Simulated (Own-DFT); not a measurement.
# Reading a pressure off an energy slope: monoclinic HfO2, 94 atoms (Hf32O62), with two O vacancies

All values are computed. Each geometry was run twice at fixed positions with Own-DFT, a retired in-house plane-wave program that no person has reviewed: with PBE, and with HSE06 (exact exchange share 0.25 at short range, screening 0.11 per bohr, Gygi-Baldereschi treatment of its divergence). Both used PseudoDojo norm-conserving files made for PBE, a cutoff of 48 hartree, the Gamma point alone, fixed occupations, a neutral cell and no spin. The unstrained cell is 10.1 Å across at its thinnest, so Gamma alone is coarse and defects feel their images. The hafnium file keeps the 4f electrons in the core, and its forces lie about 75 meV/Å off all-electron values. The oxygen file's force components were 24 meV/Å off all-electron values in a glass.

Unstrained cell vectors in Å: (10.234, 0.000, 0.000); (0.000, 10.350, 0.000); (-1.695, 0.000, 10.445), volume V0 = 1106.4 Å³, from measured lattice constants. Each geometry has its own random strain of a few per cent, its own defect sites and random moves of rms u per axis. HSE06 gave the energy alone. D is its energy less that of PBE, over the lowest D shown. The PBE stress wasn't checked against mesh or cutoff.

| run | V - V0 (Å³) | u (Å) | P with PBE (GPa) | D (eV) |
|---|---|---|---|---|
| 1 | -23.5 | 0.0302 | 9.45 | 0.140 |
| 2 | -21.5 | 0.0284 | 9.13 | 0.202 |
| 3 | 32.7 | 0.0308 | -3.33 | 1.581 |
| 4 | -27.3 | 0.0281 | 9.73 | 0.155 |
| 5 | -11.6 | 0.0499 | 7.95 | 0.624 |
| 6 | 18.1 | 0.0292 | 0.47 | 1.238 |
| 7 | -26.4 | 0.0292 | 10.98 | 0.125 |
| 8 | -13.0 | 0.0297 | 7.72 | 0.430 |
| 9 | -40.7 | 0.0526 | 14.75 | 0.000 |
| 10 | 47.7 | 0.0513 | -3.83 | 2.044 |
| 11 | 0.5 | 0.0290 | 3.98 | 0.762 |
| 12 | -18.9 | 0.0465 | 8.89 | 0.505 |
| 13 | 6.2 | 0.0504 | 3.03 | 1.195 |
| 14 | -15.0 | 0.0297 | 6.89 | ? |

## What the rows give

D = 0.66 + 0.0240 (V - V0) + 115 u² eV, with an error of 0.0006 on the volume slope, 18 on the last term and a scatter of 0.05 eV. Pressure is -dE/dV, and 1 eV/Å³ is 160.2 GPa, so HSE06 changes the pressure by -3.8 ± 0.1 GPa. With the ions held to the strained lattice, the PBE pressure falls by 241 ± 8 GPa per unit of volume strain; the shape of the strain isn't fitted, so the true error is larger, and a relaxed crystal would be softer. On that slope HSE06's volume at a given pressure is about 1.6 % smaller, or 0.5 % in lengths. At u = 0 and V0 the PBE pressure is 3.8 GPa, which puts the zero-pressure volume, against the measured cell and with the defects in, at +1.6 % for PBE and -0.0 % for HSE06, each good to a few tenths of a per cent.

## Withheld run

Q: what D should run 14 give?

The fit gives 0.41 eV, with rows scattering by 0.05. DFT gave 0.354 eV.
